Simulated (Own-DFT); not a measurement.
# Stretching a layer in its plane: wurtzite AlGaN with randomly placed atoms, 96 atoms (Al36Ga12N48)

Everything here is calculated. The program is Own-DFT (plane waves, in-house, since retired, never reviewed by a person); positions were held fixed, and spin and spin-orbit coupling were off.

Common settings: PBE; PseudoDojo norm-conserving scalar-relativistic files (stringent for Ga); cutoff 96 hartree; 3 x 4 x 3 k mesh centred on Gamma; Gaussian smearing of 0.01 eV.

Caveats: k mesh not checked against a denser one; stress not checked against mesh or cutoff.

Unstrained cell vectors in Å: (12.525, 0.000, 0.000); (-4.697, 8.135, 0.000); (0.000, 0.000, 10.066). The unstrained cell has measured lattice constants (interpolated for alloys), not those of this functional. That, the random moves and any unrelaxed bonds set the pressure at no strain. Each run strains x and y alike by e, as a substrate would, and holds the height along z. Each atom got a random Gaussian move of width 0.05 Å along each axis. The random placing of the alloy's atoms differs from row to row. Stress is positive in tension.

| e (%) | u (Å) | (s_xx + s_yy)/2 (GPa) | s_zz (GPa) |
|---|---|---|---|
| -3.00 | 0.042 | -26.02 | -10.85 |
| -2.75 | 0.049 | -24.33 | -10.55 |
| -2.25 | 0.051 | ? | ? |
| -1.50 | 0.051 | -14.96 | -9.38 |
| -1.25 | 0.052 | -14.24 | -8.16 |
| -0.50 | 0.047 | -10.20 | -6.10 |
| 1.50 | 0.049 | 1.59 | -4.10 |
| 1.75 | 0.050 | 1.84 | -0.70 |
| 2.00 | 0.052 | 3.82 | -4.70 |
| 3.00 | 0.050 | 8.13 | -2.42 |

## Analysis

With e as a fraction, the in-plane stress is -6.7 + 567 e - 2446 e² GPa (errors 8 and 549, scatter 0.51), and s_zz is -6.2 + 155 e GPa (slope ± 22, scatter 1.34). At e = 0 the first slope is C11 + C12 and the second 2 C13, both with the ions held to the strained lattice and at the cell's own pressure. The term in e² is negative: the layer stiffens under compression and softens under tension. A free layer would change its height as e changes, and the in-plane slope would drop by 2 C13²/C33 to the biaxial modulus. At fixed height, a misfit of 1 % moves the in-plane stress by about 5.7 GPa and s_zz by 1.5 GPa.

## Withheld run

Q: what are the two stresses at e = -2.25 %?

From the fit: -20.7 and -9.7 GPa. The run itself gave -19.97 and -11.78 GPa.
